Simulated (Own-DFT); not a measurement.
# Biaxial strain at fixed height in diamond-structure SiGeSn with randomly placed atoms, 64 atoms (Ge44Si16Sn4)

Everything here is calculated. The program is Own-DFT (plane waves, in-house, since retired, never reviewed by a person); positions were held fixed, and spin and spin-orbit coupling were off.

Method: PBE; PseudoDojo norm-conserving scalar-relativistic files; cutoff 49 hartree; 3 x 3 x 3 k mesh centred on Gamma; Fermi-Dirac smearing of 0.1 eV.

Limits: forces on such cells moved up to 12 meV/angstrom on a denser k mesh; stress not checked against mesh or cutoff.

Unstrained cell vectors in Å: (11.306, 0.000, 0.000); (0.000, 11.306, 0.000); (0.000, 0.000, 11.306). The unstrained cell has measured lattice constants (interpolated for alloys), not those of this functional. That, the random moves and any unrelaxed bonds set the pressure at no strain. Each run strains x and y alike by e, as a substrate would, and holds the height along z. Each coordinate of each atom was shifted by a normal deviate of width 0.05 Å. The random placing of the alloy's atoms differs from row to row. Stress is positive in tension.

| e (%) | u (Å) | (s_xx + s_yy)/2 (GPa) | s_zz (GPa) |
|---|---|---|---|
| -2.25 | 0.052 | -8.89 | -7.18 |
| -2.00 | 0.052 | -8.23 | -6.81 |
| -1.25 | 0.049 | -6.71 | -5.85 |
| -1.00 | 0.049 | -6.26 | -5.61 |
| -0.75 | 0.049 | ? | ? |
| -0.50 | 0.052 | -5.13 | -4.75 |
| -0.25 | 0.052 | -4.88 | -4.57 |
| 1.50 | 0.048 | -1.48 | -2.44 |
| 2.00 | 0.052 | -0.85 | -2.19 |
| 2.75 | 0.049 | 0.02 | -1.77 |

## Fit

With e as a fraction, the in-plane stress is -4.2 + 185 e - 955 e² GPa (errors 3 and 194, scatter 0.13), and s_zz is -4.2 + 116 e - 851 e² GPa (slope ± 3, scatter 0.13). At e = 0 the first slope is C11 + C12 and the second 2 C12, both with the ions held to the strained lattice and at the cell's own pressure. The term in e² is negative: the layer stiffens under compression and softens under tension. A free layer would change its height as e changes, and the in-plane slope would drop by 2 C12²/C11 to the biaxial modulus. At fixed height, a misfit of 1 % moves the in-plane stress by about 1.9 GPa and s_zz by 1.2 GPa.

## Test on the hidden row

Asked: what are the two stresses at e = -0.75 %?

Estimate: -5.7 and -5.1 GPa. Computed: -5.92 and -5.33 GPa.
